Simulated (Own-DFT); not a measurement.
# Response to strain: 4H SiC, 32 atoms (C16Si16)

Calculated results; nothing here was measured. The program, named Own-DFT, is a retired in-house plane-wave density functional code that no person has reviewed. Each row is one single-point run on a periodic cell that was not relaxed, without spin or spin-orbit coupling.

Settings of every run: PBE; PseudoDojo norm-conserving scalar-relativistic files; cutoff 42 hartree; 5 x 5 x 3 k mesh centred on Gamma; Fermi-Dirac smearing of 0.1 eV.

Known limits: forces on such cells passed a denser k mesh, each cell not checked; stress not checked against mesh or cutoff.

Unstrained cell vectors in Å: (6.165, 0.000, 0.000); (-3.083, 5.339, 0.000); (0.000, 0.000, 10.068). The unstrained cell has measured lattice constants (interpolated for alloys), not those of this functional. That, the random moves and any unrelaxed bonds set the pressure at no strain. Each run strains this cell uniformly, with the atoms carried along. Every atom was also moved at random, by a Gaussian of width 0.05 Å on each axis. Strain is the symmetric tensor, in per cent. Stress is positive in tension, and the pressure is minus a third of its trace.

```
run,e_xx (%),e_yy (%),e_zz (%),e_yz (%),e_xz (%),e_xy (%),s_xx (GPa),s_yy (GPa),s_zz (GPa),s_yz (GPa),s_xz (GPa),s_xy (GPa),P (GPa),E (meV/atom)
1,0.44,-0.69,1.90,-1.47,1.46,0.63,-1.85,-9.57,6.24,-5.13,5.10,1.62,1.73,7.6
2,1.38,1.73,-1.88,-1.53,-0.23,-1.09,4.70,5.29,-21.69,-5.32,-1.85,-3.32,3.90,37.6
3,-1.51,1.83,0.71,0.40,-0.12,0.78,-9.96,1.58,-1.54,2.02,0.06,5.48,3.31,24.4
4,-1.38,-0.73,-1.20,-1.17,0.43,1.82,-15.51,-9.30,-15.01,-3.01,-0.22,6.58,13.27,36.3
5,-1.77,0.98,-1.87,0.06,0.59,-0.40,-15.55,-1.58,-18.64,0.60,3.14,0.38,11.92,49.1
6,1.28,0.16,-0.33,0.63,-1.23,1.39,1.41,-2.11,-8.33,1.13,-3.00,7.13,3.01,11.9
7,-0.78,1.00,1.61,-1.01,1.78,-1.78,-8.25,-2.10,4.59,-4.09,6.01,-7.93,1.92,28.5
8,1.34,-1.96,0.41,-1.95,-0.39,-1.57,2.30,-14.80,-6.81,-6.81,-1.09,-7.08,6.44,41.0
9,0.71,0.82,0.89,-0.96,-1.68,0.79,0.50,1.49,-1.06,-3.55,-4.43,2.68,-0.31,0.0
10,0.29,-1.64,-1.16,-0.02,-0.46,-0.71,-7.27,-14.14,-15.42,0.78,-3.30,-3.17,12.27,59.4
11,1.06,-1.57,-1.61,0.86,1.13,-1.87,-3.55,-14.15,-15.18,3.28,4.52,-10.74,10.96,39.2
12,1.61,1.37,-0.44,-0.07,0.69,1.79,4.25,1.89,-5.36,0.31,2.29,7.62,-0.26,0.3
13,0.57,-0.91,1.28,-0.24,-1.73,-0.26,-5.43,-8.85,1.32,-0.89,-5.67,1.21,4.32,66.5
14,1.70,1.13,1.32,1.94,0.34,-0.49,5.49,2.88,2.17,5.08,0.65,-2.45,-3.51,8.3
15,1.98,-0.04,0.03,1.33,1.08,-1.18,5.61,-3.20,-6.88,4.71,2.20,-3.75,1.49,19.3
16,1.29,0.00,-1.66,1.55,1.53,1.63,?,?,?,?,?,?,?,?
```

E is the free energy for each atom above the lowest run shown.

## Worked fit

Each stress component was fitted by least squares to a constant and the strains of the runs shown, as fractions, with shears doubled. Shear strains stay in the fit of a normal stress only where such slopes are resolved. The slopes, in GPa:

```
stress  at no strain  per e_xx  per e_yy  per e_zz  scatter
  s_xx          -5.6  567 ± 31  138 ± 30   58 ± 29     1.40
  s_yy          -5.4  103 ± 27  530 ± 26   -4 ± 26     1.23
  s_zz          -6.7    3 ± 40   33 ± 39  661 ± 38     1.85
```

Each shear stress against twice its own strain: yz 167 ± 8, xz 156 ± 16, xy 202 ± 17 GPa. These are stiffnesses along x, y and z of the frame in which the cell vectors are given, which need not be the crystal's axes. The atoms are held to the strained lattice; where symmetry lets them move under strain, relaxing them would lower some slopes. The table should be nearly symmetric about its diagonal, and what it lacks of that shows the noise. A ninth of its sum, 232 ± 5 GPa, estimates the bulk modulus near the mean pressure of these runs, 4.7 GPa, so it lies above the value at zero pressure.

## Withheld run

Question: what normal stresses and pressure should run 16 give?

The fit gives s_xx = 0.7, s_yy = -4.0, s_zz = -17.6 and P = 7.0 GPa. The calculation gave 2.59, -6.91, -15.56 and P = 6.63 GPa.
